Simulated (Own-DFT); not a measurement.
# Point defects and the pressure they add: zincblende GaAs

Source: density functional calculations with Own-DFT, an unreviewed in-house program that is no longer used. Nothing was measured or relaxed, and spin and spin-orbit coupling are left out.

Settings: PBE; PseudoDojo norm-conserving scalar-relativistic files; cutoff 42 hartree; 3 x 3 x 3 k mesh centred on Gamma; Fermi-Dirac smearing of 0.1 eV.

Caveats (not all hold for every row): not probed for a lower state with spin; forces not confirmed at this smearing and k mesh; stress not checked against mesh or cutoff.

All runs share one cell, with vectors in Å (10.862, 0.000, 0.000); (0.000, 10.862, 0.000); (0.000, 0.000, 11.796) and a volume of 1391.7 Å³, strained against the parent crystal. The atoms are randomly displaced, by u rms on each axis. The defect's site can differ from row to row.

```
                             cell     formula   u (Å)  P (GPa)
                        no defect    As32Ga32  0.0295     6.66
                        no defect    As32Ga32  0.0299     6.68
                        no defect    As32Ga32  0.0491     7.06
              one In on a Ga site  As32Ga31In  0.0274     7.41
              one In on a Ga site  As32Ga31In  0.0279     7.39
              one In on a Ga site  As32Ga31In  0.0294     7.42
              one P on an As site   As31Ga32P  0.0282     6.34
              one P on an As site   As31Ga32P  0.0312     6.39
              one P on an As site   As31Ga32P  0.0502     6.63
one As vacancy and one Ga vacancy    As31Ga31  0.0294     5.98
one As vacancy and one Ga vacancy    As31Ga31  0.0296     5.96
one As vacancy and one Ga vacancy    As31Ga31  0.0505     6.24
              one Al on a Ga site  AlAs32Ga31  0.0300     6.66
              one Al on a Ga site  AlAs32Ga31  0.0304        ?
              one Al on a Ga site  AlAs32Ga31  0.0502     6.92
              one Al on a Ga site  AlAs32Ga31  0.0512     7.06
```

## Working it out

P = P0 + c u² + a shift for each defect gives P0 = 6.53 GPa, c = 192 ± 17 GPa/Å² and a scatter of 0.05 GPa. The shifts, and each times the cell's volume:

- one In on a Ga site: 0.72 ± 0.04 GPa, 6.3 eV
- one Al on a Ga site: -0.04 ± 0.04 GPa, -0.3 eV (not resolved)
- one P on an As site: -0.35 ± 0.04 GPa, -3.1 eV
- one As vacancy and one Ga vacancy: -0.75 ± 0.04 GPa, -6.5 eV

Against the defect-free cell, a freed cell would be larger where the shift is positive and smaller where it is negative (160.2 GPa Å³ is 1 eV). The atoms around the defects weren't relaxed, which would change these numbers.

## Check

Question: what pressure belongs in the blank (one Al on a Ga site, u = 0.0304 Å)?

Estimate: 6.67 ± 0.06 GPa. The hidden result is 6.63 GPa.
